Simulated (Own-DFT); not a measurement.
# From a pressure shift to a lattice shift: C40 NbSi2, 36 atoms (Nb12Si24)

Everything here is calculated. The program is Own-DFT (plane waves, in-house, since retired, never reviewed by a person); positions were held fixed, and spin and spin-orbit coupling were off.

Known weak points: forces on such cells failed a check on a denser k mesh; stress not checked against mesh or cutoff.

Each geometry was run with PBE and with PBEsol, otherwise alike: PseudoDojo norm-conserving scalar-relativistic files made for PBE; cutoff 42 hartree; 4 x 4 x 5 k mesh centred on Gamma; cold (Marzari-Vanderbilt) smearing of 0.2 eV. Unstrained cell vectors in Å: (0.000, 8.324, 0.000); (-9.613, 0.000, 0.000); (0.000, 0.000, 6.586). Each has a uniform strain, of which the change of volume is shown, and random moves of rms u per axis.

```
run  volume change (%)   u (Å)  P with PBE (GPa)  P with PBEsol (GPa)
  1              -1.62  0.0503              6.28                 2.56
  2               3.41  0.0509             -2.95                -6.45
  3              -1.42  0.0481              5.39                 1.67
  4              -1.37  0.0506              5.20                 1.48
  5               0.61  0.0514              2.17                -1.46
  6              -0.23  0.0485              3.71                 0.05
  7              -2.74  0.0477              8.67                 4.89
  8               1.11  0.0543              0.70                -2.89
  9              -2.09  0.0551              7.55                 3.80
 10              -0.71  0.0489              4.62                 0.94
 11               2.69  0.0430             -1.89                    ?
```

Question: by how much does PBEsol shrink this cell, and what belongs in the blank?

## Worked answer

Write v for the change of volume as a fraction. Fitted to v and u², the PBE pressure has a slope of -188 ± 8 GPa in v, with the ions held to the strained lattice. The difference PBEsol less PBE is -3.65 + 4.6 v GPa (slope ± 0.1) and averages -3.68 GPa. Divided by the mean slope of the two, 186 GPa, that makes PBEsol's volume at a given pressure, near 2 GPa, about 2.0 % smaller, or 0.66 % in lengths. At one volume PBEsol's slope is the smaller by 5 GPa, but its pressure there is lower too. If stiffness rises by about 4 GPa for each GPa, PBEsol at equal pressure is stiffer by about 10 GPa. Files made for PBEsol would give a different shift.

For run 11 the line gives -5.42 GPa. Computed: -5.43 GPa.
